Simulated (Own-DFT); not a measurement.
# Computed records: Hf$_{32}$O$_{63}$ (monoclinic hafnia with one neutral oxygen vacancy, atoms displaced)

All values are calculated (Own-DFT development build). A calculation, not a measurement: plane-wave PBE and HSE06 DFT by an unreviewed code, no spin, of a simulated cell at Gamma alone, so results move with cell size and shape, stress positive in tension, energies less offsets, not probed for a lower state with spin; hafnium file: forces about 75 meV/angstrom off all-electron values; oxygen file: force components 24 meV/angstrom off all-electron in a glass; k mesh not checked against a denser one; forces and stress are PBE's, HSE06 gives the energy alone, and its difference from PBE has offsets of its own; offsets are fitted by least squares, one for each functional and potential file, so energies compare only between cells with the same atoms and settings and are not formation energies; the far tail of each file's local potential was reset to the Coulomb form; each entry is a single point on an unrelaxed cell, so the pressure reflects the starting lattice, mostly measured values, from which strain is counted, and rises with the displacements; printed positions are rounded, which can move forces by about a meV/angstrom; the program is a retired in-house code; no spin-orbit coupling.

### Hf$_{32}$O$_{63}$ (monoclinic hafnia with one neutral oxygen vacancy, atoms displaced)

```cif
# cell vector a (Å): 10.2340 0.0000 0.0000
# cell vector b (Å): 0.0000 10.3500 0.0000
# cell vector c (Å): -1.6955 0.0000 10.4453
data_Hf32O63
_symmetry_space_group_name_H-M 'P 1'
_symmetry_Int_Tables_number 1
_cell_length_a 10.2340
_cell_length_b 10.3500
_cell_length_c 10.5820
_cell_angle_alpha 90.000
_cell_angle_beta 99.220
_cell_angle_gamma 90.000
_cell_volume 1106.39
loop_
_atom_site_label
_atom_site_type_symbol
_atom_site_fract_x
_atom_site_fract_y
_atom_site_fract_z
_atom_site_occupancy
Hf1 Hf 0.13347 0.02507 0.10204 1
Hf2 Hf 0.36293 0.26943 0.14561 1
Hf3 Hf 0.36171 0.47616 0.39612 1
Hf4 Hf 0.14200 0.22814 0.35790 1
O1 O 0.03539 0.17021 0.17325 1
O2 O 0.46284 0.32903 0.32491 1
O3 O 0.03746 0.08521 0.42907 1
O4 O 0.22489 0.38036 0.23664 1
O5 O 0.27411 0.12736 0.00898 1
O6 O 0.27220 0.12071 0.26103 1
O7 O 0.22319 0.37097 0.49499 1
Hf5 Hf 0.13433 0.01669 0.60373 1
Hf6 Hf 0.36298 0.27347 0.64426 1
Hf7 Hf 0.35997 0.48156 0.89962 1
Hf8 Hf 0.13789 0.22845 0.85165 1
O8 O 0.02954 0.16271 0.67355 1
O9 O 0.46463 0.41865 0.58029 1
O10 O 0.46145 0.33386 0.82878 1
O11 O 0.03739 0.08288 0.91968 1
O12 O 0.22214 0.37687 0.73865 1
O13 O 0.27671 0.12786 0.50899 1
O14 O 0.27109 0.11938 0.75560 1
O15 O 0.22701 0.37011 0.99155 1
Hf9 Hf 0.13736 0.52186 0.10691 1
Hf10 Hf 0.36532 0.77357 0.14815 1
Hf11 Hf 0.35787 0.98180 0.39490 1
Hf12 Hf 0.13439 0.73193 0.35506 1
O16 O 0.03240 0.66332 0.17078 1
O17 O 0.46342 0.91614 0.07700 1
O18 O 0.46716 0.83377 0.32862 1
O19 O 0.04164 0.58424 0.42679 1
O20 O 0.22305 0.87705 0.23728 1
O21 O 0.27989 0.62373 0.01593 1
O22 O 0.27954 0.61870 0.26297 1
O23 O 0.22452 0.86865 0.49383 1
Hf13 Hf 0.14067 0.51858 0.60803 1
Hf14 Hf 0.35915 0.76603 0.64350 1
Hf15 Hf 0.36299 0.98282 0.89467 1
Hf16 Hf 0.14177 0.72838 0.85288 1
O24 O 0.03510 0.66186 0.67390 1
O25 O 0.46005 0.91776 0.57507 1
O26 O 0.46093 0.82942 0.82620 1
O27 O 0.04293 0.58896 0.92210 1
O28 O 0.22705 0.87761 0.73785 1
O29 O 0.27397 0.62585 0.51101 1
O30 O 0.27921 0.62048 0.76005 1
O31 O 0.22149 0.87343 0.99002 1
Hf17 Hf 0.63824 0.02561 0.10746 1
Hf18 Hf 0.86125 0.26896 0.14532 1
Hf19 Hf 0.86204 0.47729 0.39164 1
Hf20 Hf 0.63171 0.23094 0.35089 1
O32 O 0.53778 0.17531 0.16909 1
O33 O 0.96169 0.41915 0.07063 1
O34 O 0.96149 0.33893 0.32873 1
O35 O 0.53632 0.08304 0.42833 1
O36 O 0.72246 0.38166 0.24399 1
O37 O 0.77707 0.12845 0.01069 1
O38 O 0.77667 0.12008 0.26163 1
O39 O 0.72296 0.36624 0.48684 1
Hf21 Hf 0.63977 0.01596 0.60569 1
Hf22 Hf 0.86033 0.26622 0.64834 1
Hf23 Hf 0.86787 0.47792 0.89305 1
Hf24 Hf 0.63129 0.22834 0.85628 1
O40 O 0.53244 0.16807 0.67251 1
O41 O 0.96623 0.41629 0.57573 1
O42 O 0.96514 0.33328 0.82681 1
O43 O 0.53399 0.08468 0.92410 1
O44 O 0.72347 0.37843 0.73745 1
O45 O 0.77657 0.13345 0.51352 1
O46 O 0.77236 0.11752 0.76160 1
O47 O 0.72417 0.37362 0.99016 1
Hf25 Hf 0.63658 0.52058 0.10069 1
Hf26 Hf 0.86937 0.76864 0.14672 1
Hf27 Hf 0.85857 0.98297 0.39493 1
Hf28 Hf 0.63590 0.73353 0.35451 1
O48 O 0.53431 0.66840 0.17545 1
O49 O 0.96333 0.91412 0.07979 1
O50 O 0.96339 0.83309 0.32922 1
O51 O 0.53749 0.58512 0.42432 1
O52 O 0.72970 0.87822 0.23867 1
O53 O 0.78013 0.62583 0.01522 1
O54 O 0.77694 0.62124 0.25922 1
O55 O 0.72744 0.87054 0.49281 1
Hf29 Hf 0.64267 0.52024 0.60281 1
Hf30 Hf 0.85884 0.76801 0.64310 1
Hf31 Hf 0.86202 0.98199 0.89420 1
Hf32 Hf 0.63657 0.73549 0.85545 1
O56 O 0.53966 0.66879 0.68032 1
O57 O 0.95846 0.90742 0.57744 1
O58 O 0.95671 0.83192 0.82359 1
O59 O 0.53387 0.58184 0.92057 1
O60 O 0.72268 0.87531 0.74238 1
O61 O 0.77172 0.62766 0.50757 1
O62 O 0.77327 0.62309 0.75926 1
O63 O 0.72286 0.87072 0.98137 1
```

* first functional: PBE
* second functional: HSE06
* exact exchange share: 0.25
* screening: 0.11 1/bohr
* exchange divergence: Gygi-Baldereschi
* potential files: PseudoDojo norm-conserving, scalar-relativistic, made for PBE, standard set
* wave cutoff: 48 hartree
* occupations: fixed
* k mesh: 1 x 1 x 1 centred on Gamma
* PBE stress xx: —
* PBE stress zz: —

**Q.** What PBE stress xx does the calculation give for Hf$_{32}$O$_{63}$ (monoclinic hafnia with one neutral oxygen vacancy, atoms displaced)?
**A.** -3.75 GPa

**Q.** Give the missing PBE stress zz for Hf$_{32}$O$_{63}$ (monoclinic hafnia with one neutral oxygen vacancy, atoms displaced).
**A.** -4.12 GPa

Further results for Hf$_{32}$O$_{63}$ (monoclinic hafnia with one neutral oxygen vacancy, atoms displaced):

* PBE energy of cell above offsets: -94.103 eV
* HSE06 less PBE above offsets: -0.123 eV
* PBE pressure: 3.91 GPa
* PBE stress yy: -3.85 GPa
* PBE stress yz: 0.07 GPa
* PBE stress xz: -0.18 GPa
* PBE stress xy: 0.53 GPa

Force:
```tsv
element	x (eV/Å)	y (eV/Å)	z (eV/Å)
Hf	0.482	-1.251	0.039
Hf	-0.652	1.104	-1.117
Hf	0.251	1.42	0.107
Hf	-0.88	0.66	-0.123
O	-0.254	0.04	0.103
O	-0.567	0.407	0.226
O	-0.602	-0.119	-0.856
O	-0.178	-0.663	0.724
O	0.339	0.319	0.295
O	0.225	0.141	-0.141
O	0.331	-0.527	-1.118
Hf	0.047	-0.054	0.602
Hf	-0.123	-0.316	0.564
Hf	0.56	-0.329	-0.122
Hf	0.42	0.389	-0.082
O	0.422	-0.371	0.083
O	0.097	0.033	-0.453
O	0.037	-0.155	0.171
O	-0.529	-0.144	0.356
O	-0.044	-0.138	0.429
O	-0.077	0.149	-0.043
O	0.188	0.047	0.392
O	0.149	-0.317	0.057
Hf	0.762	-0.112	-0.368
Hf	-0.781	-0.77	-0.355
Hf	0.628	-0.853	0.786
Hf	0.73	-0.866	0.345
O	0.691	0.076	0.682
O	0.859	0.917	0.108
O	-0.682	0.827	0.048
O	-0.827	-0.147	-0.741
O	-0.107	0.484	0.376
O	0.008	0.717	-0.188
O	-0.561	0.389	0.08
O	-0.354	0.245	-0.916
Hf	-0.863	0.328	-0.532
Hf	1.084	0.232	0.377
Hf	-0.629	-1.263	-0.307
Hf	-0.53	0.966	-0.153
O	-0.095	0.394	0.173
O	0.51	-0.057	0.331
O	-0.309	0.885	0.566
O	-1.011	-1.121	0.263
O	-0.496	0.109	0.083
O	0.618	0.133	0.016
O	-0.292	0.051	0.303
O	0.232	-0.26	-0.358
Hf	0.331	-1.653	-0.693
Hf	-0.04	1.387	0.083
Hf	-0.486	1.206	1.273
Hf	1.305	0.061	1.603
O	0.074	-0.558	-0.401
O	0.402	-0.645	0.909
O	1.597	-1.689	-0.868
O	-0.169	0.118	-1.049
O	-0.176	-0.529	-1.08
O	-0.267	0.13	0.383
O	-0.23	0.484	-0.321
O	-0.078	0.601	0.189
Hf	-0.83	0.402	0.093
Hf	0.032	1.389	-0.824
Hf	-1.129	1.16	-0.114
Hf	0.616	1.107	-0.627
O	0.449	-0.443	0.189
O	-0.597	-0.57	0.314
O	0.452	-0.335	0.12
O	-0.055	-0.262	0.283
O	0.101	-0.265	0.372
O	-0.114	-1.333	-0.583
O	-0.03	0.358	-0.017
O	-0.14	-0.617	-0.134
Hf	0.361	0.469	0.309
Hf	-2.004	-0.363	-0.524
Hf	0.394	-0.879	0.688
Hf	0.875	-1.279	-0.157
O	0.359	-0.578	-0.459
O	0.782	1.182	-0.45
O	0.253	0.337	0.21
O	-0.902	-0.52	-0.258
O	-0.733	0.704	-0.061
O	-0.325	0.248	-0.533
O	-0.137	0.106	0.24
O	-0.737	0.508	-0.654
Hf	-0.619	0.516	0.595
Hf	-0.076	-1.027	1.039
Hf	-0.154	-1.445	-0.157
Hf	0.278	-1.558	-0.17
O	-0.529	-0.388	-1.545
O	1.754	1.768	-0.502
O	1.161	0.035	0.599
O	-0.162	-0.344	0.895
O	-0.198	0.746	-0.926
O	0.527	0.189	0.188
O	0.539	-0.666	0.356
O	0.044	1.108	1.462
```
